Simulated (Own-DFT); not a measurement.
## Calculated data, InAs (zincblende, strongly disordered by large displacements), GaP (zincblende, strongly disordered by large displacements)

All values are calculated (Own-DFT development build). A calculation, not a measurement: plane-wave PBE density functional theory by an unreviewed code, no spin, of a simulated periodic cell, stress positive in tension, free energy of the whole cell less one offset for each atom, forces on such cells passed a denser k mesh, this cell's mesh not checked; broken bonds can close the gap or carry spin, so checks made on this kind of crystal may not hold here; offsets are fitted by least squares, one for each functional and potential file, so energies compare only between cells with the same atoms and settings and are not formation energies; the far tail of each file's local potential was reset to the Coulomb form; each entry is a single point on an unrelaxed cell, so the pressure reflects the starting lattice, mostly measured values (interpolated for alloys), from which strain is counted, and rises with the displacements; printed positions are rounded, which can move forces by about a meV/angstrom; the program, named Own-DFT, is a retired in-house code; no spin-orbit coupling.

Settings shared by all entries: functional PBE; potential files PseudoDojo norm-conserving, scalar-relativistic, standard set; wave cutoff 42 hartree; occupations Fermi-Dirac; smearing width 0.1 eV; k mesh 3 x 3 x 3 centred on Gamma.

(1) InAs (zincblende, strongly disordered by large displacements)

```
CELL_PARAMETERS angstrom
12.11660 0.00000 0.00000
0.00000 12.11660 0.00000
0.00000 0.00000 12.11660
ATOMIC_POSITIONS crystal
In 0.00225 0.01929 0.98325
In 0.01384 0.23182 0.24228
In 0.22891 0.98666 0.24121
In 0.22680 0.23427 0.99774
As 0.13497 0.14278 0.14795
As 0.15009 0.38555 0.41423
As 0.33459 0.11886 0.36463
As 0.38497 0.38512 0.13194
In 0.00720 0.99800 0.49568
In 0.01532 0.27417 0.73308
In 0.22003 0.01792 0.78098
In 0.26555 0.24314 0.50659
As 0.15790 0.09543 0.63680
As 0.10580 0.37415 0.89693
As 0.36110 0.12962 0.87658
As 0.39978 0.35571 0.61400
In 0.99822 0.48453 0.98871
In 0.01229 0.72632 0.25137
In 0.24520 0.50651 0.24802
In 0.23975 0.74764 0.99422
As 0.14700 0.64216 0.13387
As 0.13152 0.85981 0.34501
As 0.36676 0.63377 0.36377
As 0.38260 0.89016 0.14173
In 0.02784 0.48278 0.49622
In 0.00652 0.72253 0.76219
In 0.23358 0.49779 0.73029
In 0.26310 0.72683 0.47645
As 0.11331 0.64194 0.60359
As 0.12683 0.90675 0.87928
As 0.38833 0.64393 0.86018
As 0.36474 0.87166 0.61813
In 0.50784 0.96769 0.02996
In 0.48103 0.26608 0.25107
In 0.73302 0.01694 0.25229
In 0.75772 0.22559 0.98579
As 0.64451 0.09450 0.12629
As 0.63175 0.36129 0.39831
As 0.88419 0.14890 0.37583
As 0.85750 0.37648 0.10298
In 0.51694 0.99492 0.49136
In 0.47405 0.27366 0.73980
In 0.75255 0.01264 0.77532
In 0.75529 0.24509 0.48493
As 0.63593 0.10826 0.63219
As 0.62590 0.36575 0.86515
As 0.91188 0.12112 0.85498
As 0.85618 0.39621 0.63782
In 0.51191 0.50282 0.98844
In 0.52203 0.73739 0.24154
In 0.74965 0.51118 0.25432
In 0.78590 0.75504 0.98837
As 0.60332 0.62678 0.10785
As 0.63664 0.85158 0.39079
As 0.89872 0.63961 0.33726
As 0.87163 0.87838 0.13008
In 0.51045 0.48452 0.49846
In 0.49782 0.77622 0.75950
In 0.76317 0.50445 0.72852
In 0.73253 0.73504 0.50087
As 0.59300 0.63885 0.60779
As 0.66104 0.88138 0.88506
As 0.86714 0.60807 0.85684
As 0.88011 0.84928 0.60876
```

```
hardware                          : one NVIDIA H200
free energy of cell above offsets : 7.136 eV
pressure                          : 10.76 GPa
stress xx                         : -10.11 GPa
stress yy                         : -10.08 GPa
stress zz                         : -12.09 GPa
stress yz                         : 1.33 GPa
stress xz                         : 2.32 GPa
stress xy                         : 2.26 GPa
wall time                         : 1197 s
```

Force:
```
element  x (eV/Å)  y (eV/Å)  z (eV/Å)
     In     0.125    -1.708     5.332
     In    -4.695      5.29     2.981
     In     1.525     1.154     -1.12
     In     1.928     1.489    -0.331
     As     2.788    -4.014    -3.753
     As     3.826    -3.809    -5.253
     As     3.125    -0.295    -0.317
     As    -1.973     1.158    -2.502
     In     0.008    -0.669    -0.041
     In    -0.157    -0.908    -0.722
     In     7.151     0.333     0.822
     In    -0.684    -0.856     1.057
     As    -3.961     4.909    -7.478
     As     4.772    -2.885    -4.146
     As     2.223     0.206     0.587
     As    -6.172     6.271    -7.246
     In     -3.55     4.713     3.629
     In      5.32     7.056    -6.275
     In     0.802    -1.552     0.607
     In     1.963     1.698      -1.3
     As    -1.173    -2.041    -1.785
     As      -1.2    -0.575     3.689
     As     5.025    -4.002    -3.298
     As    -2.627    -3.353     1.584
     In    -6.722     4.062     3.029
     In     0.152     2.466    -0.631
     In     0.791     0.221     0.424
     In    -3.121     4.473     4.267
     As     0.727    -0.459     0.518
     As    -3.085    -8.256     3.678
     As     -1.93    -2.238     1.277
     As    -0.095      0.85    -0.073
     In     2.569     2.069    -3.677
     In     1.519    -2.539     1.769
     In     5.322    -4.944     7.159
     In    -0.103     0.113    -0.266
     As    -5.147      6.01    -6.251
     As    -1.256     1.597    -3.811
     As     1.006    -2.802    -0.681
     As      0.41    -0.432     1.685
     In    -1.791     0.037     0.494
     In     5.793    -6.782      9.17
     In     1.558     0.328     -2.34
     In      0.38    -0.819     4.258
     As    -0.606     1.719    -0.702
     As     0.438     0.127    -0.071
     As    -2.489     3.158    -2.331
     As     6.926    -7.771    -7.344
     In    -1.716    -1.549    -1.428
     In    -1.938     2.133     2.239
     In    -0.434    -0.622    -0.764
     In    -0.553    -1.111     0.851
     As     4.138     0.058     -0.26
     As     -1.87     3.382     -4.05
     As    -8.858    -7.175     8.018
     As     1.561     0.665     0.404
     In    -1.302     1.808     -0.53
     In     1.312     1.465    -1.044
     In    -8.645     5.671     4.149
     In     4.186    -1.838     1.378
     As     0.393    -0.932     2.148
     As    -3.365    -1.409     0.603
     As      1.15     0.919     2.855
     As     0.308     0.736     1.158
```

(2) InAs (zincblende, strongly disordered by large displacements)

```
CELL_PARAMETERS angstrom
12.11660 0.00000 0.00000
0.00000 12.11660 0.00000
0.00000 0.00000 12.11660
ATOMIC_POSITIONS crystal
In 0.02639 0.99738 0.00687
In 0.97404 0.23985 0.23878
In 0.24011 0.99124 0.26134
In 0.25274 0.24499 0.99357
As 0.13143 0.11496 0.17642
As 0.13482 0.36816 0.37193
As 0.38671 0.12003 0.33078
As 0.39863 0.34165 0.12982
In 0.99760 0.97868 0.50800
In 0.97311 0.22760 0.74227
In 0.25354 0.00042 0.76094
In 0.26834 0.26130 0.48259
As 0.15612 0.10286 0.61426
As 0.12614 0.36946 0.85498
As 0.37572 0.13249 0.87002
As 0.37961 0.38504 0.63759
In 0.99790 0.49280 0.00855
In 0.99569 0.78294 0.24669
In 0.28790 0.50732 0.24948
In 0.25780 0.74520 0.00719
As 0.11591 0.61401 0.10245
As 0.10159 0.88150 0.36599
As 0.38469 0.62839 0.35625
As 0.38306 0.87151 0.11723
In 0.98572 0.51122 0.50118
In 0.96761 0.74788 0.74490
In 0.24238 0.48416 0.76557
In 0.24358 0.77674 0.49590
As 0.13626 0.61918 0.63198
As 0.12295 0.86145 0.86820
As 0.37910 0.63482 0.86819
As 0.36749 0.88090 0.61093
In 0.50689 0.00342 0.97879
In 0.49727 0.24910 0.25671
In 0.72803 0.99650 0.24731
In 0.74769 0.27304 0.98161
As 0.61987 0.11990 0.11789
As 0.62645 0.32757 0.37688
As 0.86789 0.12899 0.34417
As 0.85556 0.36582 0.14822
In 0.48623 0.99893 0.52627
In 0.48762 0.24228 0.76957
In 0.75224 0.01734 0.73403
In 0.73665 0.24815 0.51575
As 0.59545 0.13297 0.63106
As 0.62286 0.40372 0.91177
As 0.85904 0.10787 0.90167
As 0.88107 0.41021 0.65813
In 0.48831 0.49789 0.00341
In 0.52823 0.76135 0.23034
In 0.76215 0.48632 0.26039
In 0.76540 0.77348 0.98372
As 0.62144 0.61880 0.09501
As 0.64523 0.87802 0.41040
As 0.87821 0.61695 0.39786
As 0.88651 0.87104 0.12222
In 0.48037 0.51864 0.48465
In 0.50415 0.74178 0.75705
In 0.73498 0.50413 0.77069
In 0.76747 0.76067 0.48755
As 0.63396 0.65253 0.63554
As 0.62854 0.88976 0.86831
As 0.87052 0.63724 0.87318
As 0.88715 0.86767 0.62725
```

```
hardware                          : one NVIDIA H200
free energy of cell above offsets : -4.490 eV
pressure                          : 8.18 GPa
stress xx                         : -8.62 GPa
stress yy                         : -8.32 GPa
stress zz                         : -7.6 GPa
stress yz                         : 2.09 GPa
stress xz                         : -0.98 GPa
stress xy                         : 0.33 GPa
wall time                         : 1170 s
```

Force:
```
element  x (eV/Å)  y (eV/Å)  z (eV/Å)
     In     0.269      0.33     0.482
     In     4.357     1.702    -0.326
     In     3.594    -3.111      0.61
     In    -1.209     0.428     1.413
     As     -2.45     3.507    -5.008
     As    -1.591     1.384    -0.971
     As    -2.187    -3.176     4.617
     As    -3.289     3.726    -3.457
     In     0.586     3.412    -0.459
     In     1.119    -0.218    -0.069
     In    -0.274    -1.201     0.217
     In     0.664    -1.239     0.909
     As    -2.008     1.522    -1.048
     As    -3.424    -3.146     3.231
     As     -2.03    -2.942      2.28
     As     0.483    -0.449    -0.913
     In    -1.691    -1.839    -1.711
     In     0.059    -5.639    -0.337
     In    -3.461    -3.282    -2.687
     In    -0.773    -0.192    -0.599
     As     2.292     2.025      3.08
     As     3.033     0.187     2.289
     As     0.559     4.938     0.749
     As    -0.353     1.204     0.566
     In     4.782    -3.298     2.711
     In     4.465    -2.005     1.102
     In     2.745     3.367    -1.977
     In    -1.232    -2.459    -0.906
     As    -0.885     1.078    -0.571
     As     0.308     0.195     0.184
     As    -1.549    -1.896     0.998
     As    -0.823    -1.908     3.657
     In    -1.009      0.51     1.696
     In     3.822    -0.654     -0.76
     In     0.775    -0.461    -0.049
     In     1.036    -2.438     1.867
     As     0.105     0.932    -0.599
     As     0.166     4.456    -0.108
     As    -2.392    -3.081     4.887
     As     1.477    -0.222    -4.501
     In     1.621     1.775    -3.789
     In     2.503     4.162    -1.851
     In    -0.308    -0.584     0.129
     In     2.546    -0.568     1.389
     As     2.007     0.246     0.402
     As     0.563    -1.919    -3.779
     As     0.711     0.566    -0.742
     As    -0.237     -2.17    -0.911
     In    -4.019     1.326     1.514
     In     0.208    -0.385     0.937
     In    -3.014     2.642     2.101
     In    -1.294    -0.495     0.733
     As     2.407      1.33     1.915
     As    -3.791     2.689    -2.988
     As    -2.323     2.679    -4.808
     As    -2.832     2.588    -1.705
     In     2.471    -1.966     2.604
     In     0.068     2.142    -0.413
     In    -0.556     1.266    -0.795
     In     1.345    -2.469     2.503
     As     0.711    -1.915    -1.846
     As     0.665    -1.077    -1.467
     As    -0.186    -2.442     1.495
     As    -3.331     2.531    -1.117
```

(3) GaP (zincblende, strongly disordered by large displacements)

```
CELL_PARAMETERS angstrom
10.90100 0.00000 0.00000
0.00000 10.90100 0.00000
0.00000 0.00000 10.90100
ATOMIC_POSITIONS crystal
Ga 0.99761 0.01404 0.03019
Ga 0.92347 0.27257 0.23735
Ga 0.27486 0.99114 0.26926
Ga 0.22571 0.29412 0.96855
P 0.19520 0.17510 0.14649
P 0.14689 0.36919 0.35167
P 0.37373 0.15422 0.35055
P 0.32905 0.43525 0.10656
Ga 0.96802 0.02570 0.48108
Ga 0.01440 0.28627 0.78139
Ga 0.25997 0.99875 0.71314
Ga 0.26367 0.28044 0.51688
P 0.09560 0.11233 0.64504
P 0.13746 0.41390 0.86964
P 0.40097 0.17109 0.81937
P 0.36819 0.33597 0.71499
Ga 0.00656 0.46741 0.02805
Ga 0.03776 0.76949 0.30635
Ga 0.24831 0.49772 0.28458
Ga 0.24600 0.75939 0.00804
P 0.13805 0.55680 0.13775
P 0.13282 0.91663 0.34141
P 0.38381 0.57555 0.37119
P 0.35906 0.84661 0.12307
Ga 0.00999 0.51951 0.50730
Ga 0.97531 0.72282 0.69306
Ga 0.22481 0.52698 0.72943
Ga 0.28883 0.77501 0.50384
P 0.11016 0.62444 0.63312
P 0.15372 0.87205 0.81384
P 0.37848 0.66246 0.94345
P 0.37318 0.86404 0.63376
Ga 0.49693 0.95166 0.03944
Ga 0.51656 0.26021 0.23735
Ga 0.74523 0.03872 0.24619
Ga 0.72569 0.24228 0.99729
P 0.64853 0.14184 0.12329
P 0.66413 0.31288 0.31945
P 0.87434 0.16692 0.38752
P 0.87031 0.40432 0.12488
Ga 0.50583 0.03471 0.50316
Ga 0.53773 0.28850 0.69396
Ga 0.73796 0.03405 0.76494
Ga 0.73070 0.27721 0.54134
P 0.59396 0.13681 0.61815
P 0.64588 0.39673 0.90583
P 0.88658 0.13630 0.85543
P 0.86382 0.38789 0.62187
Ga 0.47804 0.44867 0.97735
Ga 0.48543 0.77067 0.27271
Ga 0.77495 0.55670 0.25966
Ga 0.72510 0.68798 0.95745
P 0.61645 0.66778 0.09547
P 0.56388 0.85757 0.40766
P 0.91611 0.65138 0.35034
P 0.87106 0.84301 0.13908
Ga 0.51667 0.50661 0.46505
Ga 0.48704 0.78719 0.83149
Ga 0.78295 0.49904 0.73600
Ga 0.73111 0.72176 0.51245
P 0.65569 0.64891 0.65710
P 0.67371 0.82965 0.86390
P 0.89832 0.61614 0.89301
P 0.79934 0.88875 0.62918
```

```
hardware                          : one NVIDIA H100
free energy of cell above offsets : 36.819 eV
pressure                          : 18.25 GPa
stress xx                         : -21.86 GPa
stress yy                         : -16.72 GPa
stress zz                         : -16.18 GPa
stress yz                         : 1.06 GPa
stress xz                         : 0.34 GPa
stress xy                         : -2.52 GPa
wall time                         : 618.3 s
```

Force:
```
element  x (eV/Å)  y (eV/Å)  z (eV/Å)
     Ga     0.288    -0.336    -0.044
     Ga     3.718    -2.184     1.321
     Ga     5.759     3.164    -4.302
     Ga     4.484    -5.794     4.244
      P    -1.868    -0.416    -0.966
      P    -5.604      -5.4      4.62
      P     0.562    -0.435     2.113
      P    -0.173    -1.544    -0.297
     Ga     1.707     -2.48      2.24
     Ga    -1.446    -1.841    -2.751
     Ga    -0.032     4.363      0.67
     Ga    -0.803     -0.96    -0.033
      P     0.493     1.425    -1.076
      P    -3.605     3.742    -1.947
      P    -2.068    -1.092     1.575
      P     -7.51     2.661    -0.384
     Ga     2.546     2.093    -5.083
     Ga     1.155     0.445    -4.653
     Ga     0.224     1.514    -2.073
     Ga    -10.13     1.421    -1.164
      P     1.179      4.73    -1.309
      P    -3.089     1.231     5.982
      P    -0.368     7.775    -0.177
      P     0.145     2.125     5.923
     Ga    -1.404    -2.719    -3.434
     Ga    -5.971     5.505     4.262
     Ga      6.13     -2.48     3.222
     Ga    -3.641    -3.944    -5.416
      P     3.337      1.98    -5.353
      P    -2.478    -2.295     3.535
      P     5.659    -6.507    -3.884
      P     5.924     1.907     4.032
     Ga     3.252     2.397    -2.304
     Ga     -6.53    -1.373    -3.158
     Ga      3.15    -3.859     2.896
     Ga     4.783     2.143    -4.236
      P    -5.893    -2.914     1.179
      P     5.974     3.953     4.656
      P    -2.711    -0.648     0.849
      P     -7.08     0.417    -0.323
     Ga    -4.657    -3.931    -5.341
     Ga     4.805      4.92     2.719
     Ga    -1.193    -0.613    -0.348
     Ga    -1.515    -1.665    -3.481
      P      6.88    -2.396     2.439
      P     1.614     0.532    -3.922
      P    -0.024     0.638     2.786
      P     6.262    -2.568    -2.419
     Ga    -1.431      2.09     0.547
     Ga    -2.329    -3.998    -4.894
     Ga    -3.616    -1.619    -2.421
     Ga     5.895    -3.773    -0.344
      P    -4.347    -2.026     7.238
      P     4.416     2.705     4.028
      P    -3.309    -3.929     5.104
      P     0.294     1.668      0.21
     Ga     6.661    -3.222     4.556
     Ga    -1.781     0.573    -2.204
     Ga    -3.041     4.529     5.425
     Ga     2.391     3.124    -6.229
      P    -4.322    -3.533      4.72
      P     -0.62     7.887    -3.916
      P     1.774      -0.7    -1.595
      P     3.125    -0.463    -1.609
```
